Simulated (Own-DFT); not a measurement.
Simulation results for GaN (wurtzite, strained, atoms displaced)

All values are calculated (Own-DFT development build). A calculation, not a measurement: plane-wave PBE density functional theory by an unreviewed code, no spin, of a simulated periodic cell, stress positive in tension, free energy of the whole cell less one offset for each atom, forces on such cells passed a denser k mesh, this cell's mesh not checked; offsets are fitted by least squares, one for each functional and potential file, so energies compare only between cells with the same atoms and settings and are not formation energies; the far tail of each file's local potential was reset to the Coulomb form; each entry is a single point on an unrelaxed cell, so the pressure reflects the starting lattice, mostly measured values (interpolated for alloys), from which strain is counted, and rises with the displacements; printed positions are rounded, which can move forces by about a meV/angstrom; the program, named Own-DFT, is a retired in-house code; no spin-orbit coupling.

Settings shared by all entries: functional PBE; potential files PseudoDojo norm-conserving, scalar-relativistic, standard set with the stringent files for Ga; wave cutoff 96 hartree; occupations Gaussian; smearing width 0.01 eV; k mesh 3 x 4 x 3 centred on Gamma.

(1) GaN (wurtzite, strained, atoms displaced)

```xyz
96
Lattice="12.7560 0.0000 0.0000 -4.7835 8.2853 0.0000 0.0000 0.0000 10.4218" Properties=species:S:1:pos:R:3 GaN
Ga    -0.0010     1.8581    10.4083
Ga     1.6143     0.8880     2.6301
N      0.0618     1.8106     1.9509
N      1.6421     0.8453     4.6062
Ga     0.0510     1.8924     5.2434
Ga     1.5481     0.9291     7.8148
N      0.0623     1.8521     7.2302
N      1.5545     0.9848     9.7594
Ga    -1.5301     4.6415    10.4156
Ga    -0.0932     3.6692     2.5499
N     -1.5315     4.6298     1.9600
N      0.0812     3.6042     4.4916
Ga    -1.6156     4.6065     5.1769
Ga    -0.0455     3.6859     7.7853
N     -1.5721     4.5621     7.1573
N      0.0267     3.6696     9.7883
Ga    -3.1476     7.3680    10.3506
Ga    -1.6276     6.4690     2.5613
N     -3.2017     7.4256     1.9988
N     -1.6342     6.3793     4.5698
Ga    -3.2619     7.3855     5.1827
Ga    -1.5617     6.5022     7.7061
N     -3.2105     7.4662     7.1349
N     -1.5632     6.4635     9.7634
Ga     3.2277     1.8120     0.0748
Ga     4.7357     0.9511     2.6460
N      3.1108     1.8982     2.1033
N      4.8021     0.9779     4.6155
Ga     3.2600     1.8156     5.1822
Ga     4.6666     0.8983     7.7910
N      3.1619     1.8143     7.2612
N      4.8213     0.9471     9.7473
Ga     1.6446     4.6130    10.3230
Ga     3.2430     3.6536     2.4782
N      1.5603     4.6321     1.9457
N      3.2266     3.4966     4.5757
Ga     1.5591     4.5437     5.1530
Ga     3.1826     3.6638     7.8495
N      1.6197     4.5451     7.2232
N      3.1647     3.7197     9.7449
Ga     0.0639     7.3295     0.0200
Ga     1.6454     6.4640     2.6025
N      0.1181     7.3689     1.9914
N      1.5632     6.4437     4.6341
Ga     0.0296     7.3496     5.1893
Ga     1.6538     6.4061     7.7355
N      0.0873     7.2646     7.0748
N      1.5680     6.4182     9.7533
Ga     6.4731     1.7152     0.0694
Ga     7.9847     0.9527     2.5902
N      6.4234     1.8208     1.9496
N      7.9410     0.9448     4.5660
Ga     6.3856     1.8242     5.2607
Ga     7.9863     0.9105     7.7707
N      6.3432     1.8425     7.2702
N      7.9385     0.9438     9.7530
Ga     4.7494     4.5077     0.0136
Ga     6.3564     3.6856     2.6185
N      4.7958     4.6775     2.0126
N      6.3573     3.6829     4.5528
Ga     4.7925     4.4741     5.1773
Ga     6.3418     3.6145     7.8059
N      4.7436     4.6502     7.2310
N      6.3876     3.6361     9.8160
Ga     3.1850     7.2708    10.4144
Ga     4.7865     6.4091     2.6144
N      3.1816     7.4567     1.8666
N      4.8308     6.4466     4.5890
Ga     3.2686     7.3648     5.2249
Ga     4.7815     6.3912     7.7124
N      3.2187     7.3723     7.1488
N      4.7540     6.4674     9.7509
Ga     9.5000     1.8254     0.0097
Ga    11.1711     0.9530     2.6159
N      9.6286     1.8071     1.9336
N     11.2081     0.9861     4.5754
Ga     9.5286     1.8326     5.1816
Ga    11.1552     0.9711     7.8218
N      9.5768     1.8240     7.1624
N     11.1112     1.0382     9.6097
Ga     7.9725     4.6825    10.3925
Ga     9.5571     3.7607     2.5928
N      7.9716     4.6986     2.0177
N      9.5239     3.6560     4.7053
Ga     7.9055     4.5225     5.1354
Ga     9.5396     3.6790     7.7871
N      7.9541     4.5895     7.1417
N      9.5295     3.7023     9.7895
Ga     6.3388     7.4366     0.0653
Ga     7.9546     6.4339     2.6337
N      6.4079     7.3657     1.9772
N      8.0153     6.3989     4.5343
Ga     6.3634     7.4213     5.2326
Ga     8.0132     6.4681     7.7234
N      6.3143     7.3583     7.1648
N      8.0267     6.3784     9.7864
```

* free energy of cell above offsets: -5.435 eV
* pressure: 5.9 GPa
* stress xx: -6.46 GPa
* stress yy: -7.6 GPa
* stress zz: -3.64 GPa
* stress yz: -0.3 GPa
* stress xz: -0.28 GPa
* stress xy: 1.04 GPa

Force:
```csv
element,x (eV/Å),y (eV/Å),z (eV/Å)
Ga,-0.608,-0.13,0.088
Ga,-1.043,0.637,0.842
N,-0.99,0.309,-0.112
N,-0.283,1.643,-0.515
Ga,0.186,-1.303,0.163
Ga,0.931,0.428,0.7
N,-1.573,0.33,-1.342
N,1.138,-0.984,0.55
Ga,-0.876,-0.761,-0.625
Ga,2.601,-0.656,0.329
N,-1.981,0.461,-0.366
N,-1.64,1.053,0.247
Ga,0.513,-0.869,0.487
Ga,1.028,-0.06,1.011
N,-0.88,1.039,-0.312
N,-0.23,0.593,-0.392
Ga,-0.698,0.446,0.731
Ga,0.862,0.251,0.736
N,0.324,-1.295,-1.239
N,0.46,1.356,-0.447
Ga,0.994,-1.162,0.208
Ga,-0.348,-0.922,0.734
N,0.613,-1.558,0.078
N,0.317,0.183,-0.514
Ga,-0.596,0.091,-0.905
Ga,1.045,-0.476,-0.143
N,1.628,-1.971,-2.268
N,0.768,-1.619,-0.717
Ga,-1.784,-1.564,1.854
Ga,1.941,-0.77,0.611
N,-0.26,0.539,-1.525
N,-0.543,-0.77,0.975
Ga,-1.463,-0.116,1.437
Ga,-1.585,2.306,1.999
N,0.827,-0.422,-0.243
N,-0.458,3.766,-1.107
Ga,1.502,0.343,0.713
Ga,0.24,-0.232,-0.75
N,-0.523,0.274,-1.207
N,0.815,-1.474,1.168
Ga,-0.653,0.872,-0.21
Ga,0.378,-0.581,0.59
N,-2.13,0.799,-0.185
N,1.769,-0.568,-1.184
Ga,-1.089,0.189,-0.662
Ga,-0.092,-0.089,0.716
N,-1.031,1.488,1.177
N,0.686,0.377,-0.815
Ga,-1.827,1.887,-1.161
Ga,0.465,-0.303,0.378
N,-1.201,0.824,1.117
N,0.324,-0.613,-0.257
Ga,0.007,0.239,0.393
Ga,-0.141,0.17,0.921
N,-0.109,-1.193,-1.725
N,1.389,-1.729,-0.504
Ga,1.378,1.492,-0.613
Ga,0.71,-0.099,-0.753
N,-0.052,-1.959,-1.042
N,0.014,-1.27,-0.266
Ga,-1.209,1.541,1.034
Ga,0.331,1.756,1.225
N,0.403,-2.635,-1.576
N,-0.185,0.094,0.143
Ga,-0.083,1.176,-1.019
Ga,-0.173,2.279,0.208
N,0.57,-1.206,1.789
N,-0.488,-0.774,-0.507
Ga,-1.12,-0.154,-0.446
Ga,0.108,1.644,1.95
N,-0.256,-0.006,0.011
N,0.895,-0.877,0.077
Ga,0.701,0.714,-0.908
Ga,0.883,-0.514,0.152
N,-0.93,1.261,0.578
N,-0.473,-0.438,0.019
Ga,0.83,-0.282,0.711
Ga,0.185,-0.817,-2.163
N,-0.475,0.334,-0.533
N,0.43,-1.044,4.129
Ga,-0.442,-2.268,0.684
Ga,0.223,-0.883,0.331
N,-0.199,-1.997,-0.833
N,0.672,0.253,-2.319
Ga,0.868,1.631,1.423
Ga,0.086,0.02,0.477
N,-0.365,0.08,-0.201
N,0.791,-0.024,0.044
Ga,0.333,-0.465,-1.776
Ga,0.454,1.458,-0.127
N,-0.678,0.379,0.263
N,-1.367,0.191,0.868
Ga,0.888,-0.381,-0.378
Ga,-1.06,-0.595,0.99
N,1.416,0.603,-0.091
N,-0.728,3.075,-1.077
```

(2) GaN (wurtzite, strained, atoms displaced)

```xyz
96
Lattice="12.7560 0.0000 0.0000 -4.7835 8.2853 0.0000 0.0000 0.0000 10.4218" Properties=species:S:1:pos:R:3 GaN
Ga    -0.0513     1.8549    10.4203
Ga     1.6282     0.8945     2.6944
N      0.0686     1.8554     1.9708
N      1.5760     0.9136     4.6515
Ga    -0.0009     1.8410     5.1950
Ga     1.5909     0.9825     7.8090
N     -0.0480     1.7741     7.2499
N      1.5782     0.9451     9.8099
Ga    -1.6203     4.6906    10.4055
Ga     0.0757     3.7149     2.5059
N     -1.5990     4.6110     1.8588
N      0.1171     3.6622     4.6436
Ga    -1.6302     4.6193     5.1321
Ga    -0.0284     3.5910     7.6904
N     -1.6619     4.5729     7.1246
N     -0.0893     3.7308     9.6586
Ga    -3.2421     7.4003     0.0793
Ga    -1.5738     6.4254     2.6008
N     -3.1158     7.2875     1.9944
N     -1.6043     6.4792     4.6296
Ga    -3.2369     7.4398     5.2425
Ga    -1.5870     6.4748     7.8542
N     -3.1504     7.3809     7.2289
N     -1.5362     6.5185     9.7258
Ga     3.1108     1.9675    10.3887
Ga     4.8049     0.9994     2.6180
N      3.2011     1.8213     1.9659
N      4.7998     0.9715     4.5843
Ga     3.1612     1.9367     5.2400
Ga     4.8234     0.9544     7.8890
N      3.1789     1.8472     7.1134
N      4.7762     0.9509     9.8019
Ga     1.5537     4.5991     0.0799
Ga     3.2614     3.6920     2.6400
N      1.5815     4.5823     1.9474
N      3.2064     3.7292     4.5233
Ga     1.5802     4.5631     5.1640
Ga     3.1768     3.6279     7.8457
N      1.6676     4.5603     7.1927
N      3.1621     3.7270     9.8209
Ga    -0.0386     7.3815     0.0081
Ga     1.5553     6.4030     2.5314
N      0.0471     7.3266     1.9822
N      1.6591     6.5311     4.5982
Ga    -0.0070     7.3424     5.1601
Ga     1.6023     6.5038     7.8034
N     -0.0498     7.4307     7.1544
N      1.6174     6.5301     9.7566
Ga     6.4223     1.8241    10.3749
Ga     8.0732     0.9514     2.6245
N      6.3618     1.8066     1.9178
N      8.0020     0.8987     4.6222
Ga     6.3862     1.8465     5.1288
Ga     7.9901     0.9413     7.7819
N      6.2813     1.7805     7.1018
N      7.9141     0.9733     9.7969
Ga     4.7687     4.5971    10.3895
Ga     6.3863     3.7144     2.5722
N      4.8138     4.5624     1.9693
N      6.3406     3.6763     4.6071
Ga     4.7751     4.6552     5.2285
Ga     6.3956     3.6774     7.7815
N      4.7959     4.5338     7.1399
N      6.3755     3.6840     9.7393
Ga     3.1562     7.3191     0.0582
Ga     4.7972     6.3985     2.5982
N      3.1398     7.3035     2.0190
N      4.8526     6.3425     4.5806
Ga     3.2175     7.2896     5.1363
Ga     4.7052     6.3828     7.8128
N      3.1968     7.4451     7.1840
N      4.8581     6.4492     9.7943
Ga     9.6234     1.7631     0.0201
Ga    11.2007     0.9026     2.6326
N      9.5799     1.7936     1.9366
N     11.1046     0.9247     4.5722
Ga     9.5426     1.8221     5.1452
Ga    11.1764     0.9267     7.8194
N      9.5933     1.8462     7.1281
N     11.1629     0.8808     9.7206
Ga     8.0890     4.5817    10.3659
Ga     9.5697     3.7022     2.5629
N      8.0377     4.6010     1.9721
N      9.6252     3.7173     4.5018
Ga     8.0300     4.5619     5.2544
Ga     9.6306     3.6243     7.8319
N      8.0630     4.6341     7.1356
N      9.6063     3.5982     9.7699
Ga     6.3870     7.3302    10.4019
Ga     7.9975     6.5061     2.5768
N      6.3401     7.3503     1.9715
N      8.0614     6.4087     4.5398
Ga     6.4026     7.2614     5.3403
Ga     8.0057     6.3488     7.8019
N      6.3484     7.3051     7.1912
N      7.9483     6.4858     9.8497
```

* free energy of cell above offsets: -6.307 eV
* pressure: 5.56 GPa
* stress xx: -7.21 GPa
* stress yy: -5.2 GPa
* stress zz: -4.27 GPa
* stress yz: 0.11 GPa
* stress xz: -0.07 GPa
* stress xy: -1.09 GPa

Force:
```csv
element,x (eV/Å),y (eV/Å),z (eV/Å)
Ga,0.387,0.473,-0.469
Ga,0.338,0.163,-0.781
N,-0.66,-0.552,0.057
N,0.375,0.997,-0.951
Ga,-0.967,-0.393,0.603
Ga,0.375,-1.248,0.571
N,0.996,0.266,-1.914
N,-0.222,0.217,-0.292
Ga,0.37,-0.607,-1.344
Ga,-1.924,-0.989,1.512
N,0.61,-0.302,1.641
N,-2.789,-0.159,-1.957
Ga,1.221,0.17,1.23
Ga,0.171,2.171,0.8
N,1.333,0.659,-0.107
N,0.999,-0.476,1.386
Ga,1.093,0.178,-1.164
Ga,0.802,-0.15,0.837
N,-0.915,1.638,-0.115
N,-0.206,-0.312,-1.344
Ga,0.874,-1.648,0.87
Ga,0.352,-0.527,-1.463
N,-1.125,0.205,-0.418
N,-1.809,-0.596,1.355
Ga,0.962,-2.276,1.077
Ga,-0.08,-1.226,0.142
N,-0.553,0.569,0.012
N,-1.092,-0.539,-0.652
Ga,0.97,-0.928,-0.828
Ga,-1.268,-0.764,-0.765
N,0.015,-0.05,1.567
N,-0.641,0.369,0.246
Ga,-0.573,0.636,-2.673
Ga,-0.686,-0.698,-0.76
N,1.573,0.262,0.464
N,-0.148,-0.089,0.605
Ga,1.858,2.08,1.453
Ga,0.404,0.531,-0.239
N,-1.234,0.736,-0.648
N,-0.172,0.686,-0.657
Ga,1.086,0.752,0.22
Ga,0.671,0.51,1.711
N,-1.371,0.901,-0.37
N,-1.82,-2.19,-1.251
Ga,0.444,1.222,0.949
Ga,-0.563,-0.513,-0.375
N,0.776,-0.795,0.098
N,-0.805,-1.377,0.491
Ga,-1.593,0.971,0.882
Ga,-2.137,-0.99,0.074
N,1.333,0.801,0.544
N,-0.368,-0.14,-1.265
Ga,-0.162,-0.319,0.99
Ga,-0.528,0.65,0.395
N,2.22,1.401,0.343
N,2.379,-1.585,-0.758
Ga,0.932,0.131,0.386
Ga,0.923,-0.91,0.546
N,-0.375,0.683,-0.798
N,1.117,0.573,-0.793
Ga,0.165,-2.292,0.264
Ga,0.242,-0.604,-0.15
N,-0.537,0.672,0.84
N,0.472,0.314,0.155
Ga,0.992,1.075,-0.445
Ga,-0.313,0.195,0.275
N,1.31,0.626,-0.314
N,-0.375,2.325,-0.749
Ga,1.115,1.25,1.319
Ga,0.549,0.448,0.233
N,0.174,-1.582,-0.745
N,-1.872,-0.44,-0.298
Ga,-1.021,0.206,-0.593
Ga,-0.129,0.176,-0.08
N,1.098,0.802,0.316
N,1.371,-0.843,0.154
Ga,0.592,0.851,0.934
Ga,-1.284,-1.283,-0.385
N,-0.253,-0.317,0.06
N,0.111,-0.038,1.081
Ga,-1.608,0.007,0.738
Ga,0.574,-0.57,0.071
N,-1.067,0.499,-0.82
N,-0.958,-1.185,-0.081
Ga,-0.464,0.285,-1.521
Ga,-0.495,0.2,-0.239
N,-0.693,-1.834,0.859
N,0.178,0.71,0.067
Ga,-0.297,0.744,0.599
Ga,-0.448,-1.226,0.567
N,0.784,0.311,-0.303
N,-1.15,0.366,0.47
Ga,0.328,0.747,-2.102
Ga,-0.014,2.314,0.855
N,0.411,0.086,1.157
N,1.337,-1.249,-1.097
```

(3) GaN (wurtzite, strained, atoms displaced)

```xyz
96
Lattice="12.7560 0.0000 0.0000 -4.7835 8.2853 0.0000 0.0000 0.0000 10.4218" Properties=species:S:1:pos:R:3 GaN
Ga     0.0880     1.8761     0.0143
Ga     1.6094     0.8633     2.5975
N     -0.0040     1.7863     2.0249
N      1.6105     0.9159     4.5128
Ga     0.0275     1.8750     5.1220
Ga     1.5502     1.0092     7.8251
N      0.0347     1.8630     7.1994
N      1.6250     0.8495     9.7881
Ga    -1.6852     4.6323    10.3916
Ga    -0.0404     3.6471     2.5314
N     -1.5785     4.5714     2.0594
N     -0.0541     3.7825     4.5737
Ga    -1.4993     4.6458     5.2177
Ga     0.0016     3.6625     7.8349
N     -1.5990     4.6655     7.2167
N      0.0109     3.7655     9.8191
Ga    -3.2276     7.3827     0.0118
Ga    -1.5612     6.4051     2.6580
N     -3.1944     7.4814     2.0503
N     -1.6725     6.4628     4.5639
Ga    -3.1797     7.3920     5.2495
Ga    -1.6693     6.5448     7.8015
N     -3.2178     7.2603     7.1515
N     -1.5948     6.5499     9.7739
Ga     3.2082     1.8934    10.4066
Ga     4.7683     0.8958     2.5516
N      3.1718     1.8838     1.9519
N      4.8358     0.9171     4.5721
Ga     3.1648     1.8170     5.2243
Ga     4.7168     0.9596     7.8244
N      3.1769     1.8604     7.1313
N      4.7188     0.9053     9.8667
Ga     1.6617     4.6271     0.0658
Ga     3.1183     3.6408     2.6319
N      1.5324     4.5834     1.9418
N      3.1896     3.7078     4.6566
Ga     1.6472     4.6660     5.2300
Ga     3.1327     3.6356     7.8157
N      1.6507     4.6010     7.1745
N      3.2280     3.6313     9.7150
Ga    -0.0545     7.3585    10.3723
Ga     1.6240     6.5044     2.6757
N      0.0899     7.3413     1.8976
N      1.5345     6.4864     4.5117
Ga    -0.0898     7.3377     5.2025
Ga     1.5322     6.4226     7.8938
N     -0.0656     7.3797     7.1205
N      1.6845     6.3754     9.8412
Ga     6.3616     1.8413    10.3827
Ga     7.9984     0.9243     2.6201
N      6.4671     1.8853     2.0100
N      7.9726     0.9599     4.5366
Ga     6.3404     1.8802     5.1811
Ga     7.9973     0.8964     7.8406
N      6.3817     1.8409     7.1624
N      8.0686     0.9150     9.7434
Ga     4.8253     4.6231     0.0346
Ga     6.3258     3.6985     2.6284
N      4.8691     4.5745     1.9264
N      6.4209     3.6909     4.5769
Ga     4.7164     4.7062     5.1754
Ga     6.3632     3.7663     7.8199
N      4.8151     4.5825     7.1865
N      6.3913     3.7222     9.8864
Ga     3.1657     7.2863     0.0577
Ga     4.7806     6.5040     2.6464
N      3.2916     7.4106     1.9399
N      4.8255     6.4956     4.5616
Ga     3.1787     7.3330     5.1766
Ga     4.7494     6.5055     7.8564
N      3.1298     7.4206     7.1374
N      4.7652     6.5002     9.7650
Ga     9.6147     1.9010     0.0016
Ga    11.1593     0.8874     2.5591
N      9.6454     1.7939     1.9194
N     11.2422     0.8749     4.5779
Ga     9.5976     1.9302     5.2177
Ga    11.0644     0.8551     7.7767
N      9.5323     1.7402     7.1198
N     11.2343     0.8728     9.7168
Ga     8.0201     4.6101    10.4180
Ga     9.5502     3.7243     2.5166
N      7.9454     4.6803     2.0592
N      9.5191     3.7118     4.4802
Ga     7.9643     4.6045     5.2520
Ga     9.6695     3.6916     7.8234
N      8.0160     4.5656     7.1783
N      9.6005     3.6863     9.7303
Ga     6.4355     7.4112    10.3736
Ga     7.9336     6.3571     2.5757
N      6.3703     7.4100     1.8730
N      8.0501     6.4536     4.5812
Ga     6.4328     7.4058     5.2197
Ga     8.0493     6.4496     7.7736
N      6.4119     7.3234     7.2486
N      7.9576     6.4244     9.7153
```

* free energy of cell above offsets: -5.396 eV
* pressure: 5.84 GPa
* stress xx: -5.97 GPa
* stress yy: -6.84 GPa
* stress zz: -4.72 GPa
* stress yz: 0.07 GPa
* stress xz: -0.61 GPa
* stress xy: 0.56 GPa

Force:
```csv
element,x (eV/Å),y (eV/Å),z (eV/Å)
Ga,-0.982,-0.312,-0.133
Ga,-0.006,2.805,0.558
N,0.516,0.769,-1.02
N,0.137,0.424,1.092
Ga,-0.001,0.297,0.858
Ga,0.712,-1.565,0.234
N,-1.457,-0.104,-1.161
N,0.01,1.836,-0.457
Ga,2.053,0.798,0.741
Ga,0.721,-0.295,1.172
N,-0.844,1.1,-2.15
N,2.463,-1.503,-0.8
Ga,-2.94,0.108,0.49
Ga,0.056,0.852,0.101
N,0.998,-0.263,-0.544
N,-0.077,-0.604,-0.114
Ga,0.009,-0.564,0.84
Ga,-0.315,0.996,-0.964
N,0.282,-4.521,-2.018
N,1.068,-0.139,0.222
Ga,-0.655,0.013,-0.779
Ga,1.447,-1.166,0.653
N,0.51,3.044,-0.402
N,-1.189,-1.736,-0.264
Ga,-0.78,-0.823,0.699
Ga,0.777,0.58,0.467
N,0.186,-0.836,-0.027
N,-1.652,-0.319,-0.64
Ga,0.784,0.133,-0.791
Ga,1.396,-0.193,-0.108
N,-0.569,-0.713,0.625
N,1.231,0.214,-1.481
Ga,-0.364,-1.201,-0.86
Ga,0.817,1.081,0.185
N,1.079,0.539,1.211
N,-0.294,-0.401,-1.431
Ga,-1.206,-0.337,-0.118
Ga,1.61,1.042,-0.358
N,-1.349,0.51,0.051
N,-0.244,1.184,1.01
Ga,1.667,-0.158,1.003
Ga,0.32,-0.63,-2.109
N,-1.229,0.128,0.644
N,0.543,-0.451,1.634
Ga,0.866,0.968,-0.211
Ga,0.695,0.477,-0.924
N,0.466,-0.08,1.222
N,-1.958,1.138,-1.043
Ga,1.01,-0.137,0.697
Ga,0.368,0.644,-0.1
N,-1.237,-0.684,-1.107
N,0.403,-0.585,0.593
Ga,1.04,-0.295,0.662
Ga,-1.298,0.607,-0.496
N,-0.441,0.294,0.715
N,-1.205,-0.025,1.017
Ga,-0.5,0.495,-0.881
Ga,1.369,-0.652,0.561
N,-2.541,1.208,1.077
N,-1.437,0.809,-0.091
Ga,1.84,-1.374,1.125
Ga,0.821,-1.379,0.391
N,-1.505,1.12,-0.433
N,0.451,-0.54,-1.45
Ga,1.361,1.863,-0.689
Ga,1.114,-0.901,-1.134
N,-1.597,-0.705,0.889
N,-0.362,0.15,0.068
Ga,-0.207,1.738,0.495
Ga,-0.209,-0.991,-0.698
N,0.068,-1.548,0.177
N,0.502,-0.829,0.614
Ga,0.249,-1.788,-0.357
Ga,0.431,0.009,0.957
N,-1.13,1.442,0.17
N,-0.98,1.353,-0.551
Ga,-0.361,-0.929,-1.095
Ga,1.663,0.633,0.405
N,0.787,1.858,0.478
N,-0.211,1.994,0.364
Ga,-0.89,0.217,0.362
Ga,-0.256,-1.196,1.419
N,0.457,-3.03,-2.555
N,1.188,0.097,0.992
Ga,0.464,0.142,-0.586
Ga,-1.536,-0.831,-1.084
N,0.176,0.211,0.504
N,-0.597,0.094,0.705
Ga,-0.959,-0.906,0.039
Ga,0.352,4.112,1.458
N,0.356,-1.294,0.983
N,-1.299,-0.111,-0.173
Ga,0.347,-1.005,0.644
Ga,-1.966,-1.324,0.657
N,-0.317,-0.077,-1.35
N,0.916,-0.076,0.806
```
